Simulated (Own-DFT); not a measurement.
# Strain and stress in diamond-structure SiGeSn with randomly placed atoms, 64 atoms (Ge48Si8Sn8)

All numbers below are calculated, not measured. They come from Own-DFT, an in-house plane-wave density functional program, since retired, whose code no person has reviewed. Each row is one single-point run on a periodic cell that was not relaxed, without spin or spin-orbit coupling.

Settings of every run: PBEsol; PseudoDojo norm-conserving scalar-relativistic files, made for PBE; cutoff 49 hartree; 3 x 3 x 3 k mesh centred on Gamma; Fermi-Dirac smearing of 0.1 eV.

Known limits: forces on such cells moved up to 12 meV/angstrom on a denser k mesh; stress not checked against mesh or cutoff.

Unstrained cell vectors in Å: (11.467, 0.000, 0.000); (0.000, 11.467, 0.000); (0.000, 0.000, 11.467). The unstrained cell has measured lattice constants (interpolated for alloys), not those of this functional. That, the random moves and any unrelaxed bonds set the pressure at no strain. Each run strains this cell uniformly, with the atoms carried along. Every atom was also moved at random, by a Gaussian of width 0.05 Å on each axis. The random placing of the alloy's atoms differs from row to row. Strain is the symmetric tensor, in per cent. Stress is positive in tension, and the pressure is minus a third of its trace.

| run | e_xx (%) | e_yy (%) | e_zz (%) | s_xx (GPa) | s_yy (GPa) | s_zz (GPa) | P (GPa) | E (meV/atom) |
|---|---|---|---|---|---|---|---|---|
| 1 | -2.75 | -2.75 | 0.00 | -7.71 | -7.24 | -5.76 | 6.90 | 36.5 |
| 2 | -1.25 | -1.25 | 0.00 | -4.34 | -4.55 | -3.53 | 4.14 | 0.0 |
| 3 | -2.50 | -2.50 | 0.00 | -7.17 | -7.10 | -5.39 | 6.55 | 34.2 |
| 4 | -1.00 | -1.00 | 0.00 | -4.27 | -4.18 | -3.55 | 4.00 | 15.7 |
| 5 | -1.75 | -1.75 | 0.00 | -5.69 | -5.46 | -4.40 | 5.18 | 21.2 |
| 6 | -3.00 | -3.00 | 0.00 | -8.02 | -7.96 | -6.14 | 7.38 | 40.1 |
| 7 | -2.25 | -2.25 | 0.00 | -6.44 | -6.71 | -5.19 | 6.11 | 33.2 |
| 8 | -1.50 | -1.50 | 0.00 | -4.92 | -4.95 | -3.81 | 4.56 | 4.9 |
| 9 | -2.00 | -2.00 | 0.00 | ? | ? | ? | ? | ? |

E is the free energy for each atom above the lowest run shown.

## Worked fit

The change of volume is close to e_xx + e_yy + e_zz. A straight line through the runs shown gives P = 2.01 - 91 x (fractional change of volume) GPa, with an error of 3 on the slope and a scatter of 0.12 GPa. The strain isn't the same on all axes, but the crystal is cubic, so the slope still estimates the bulk modulus, averaged over pressures from 4.0 to 7.4 GPa.

## Withheld run

Question: what pressure should run 9 give? Its volume changes by -3.96 %.

The line gives 5.6 GPa. The calculation gave 5.60 GPa.
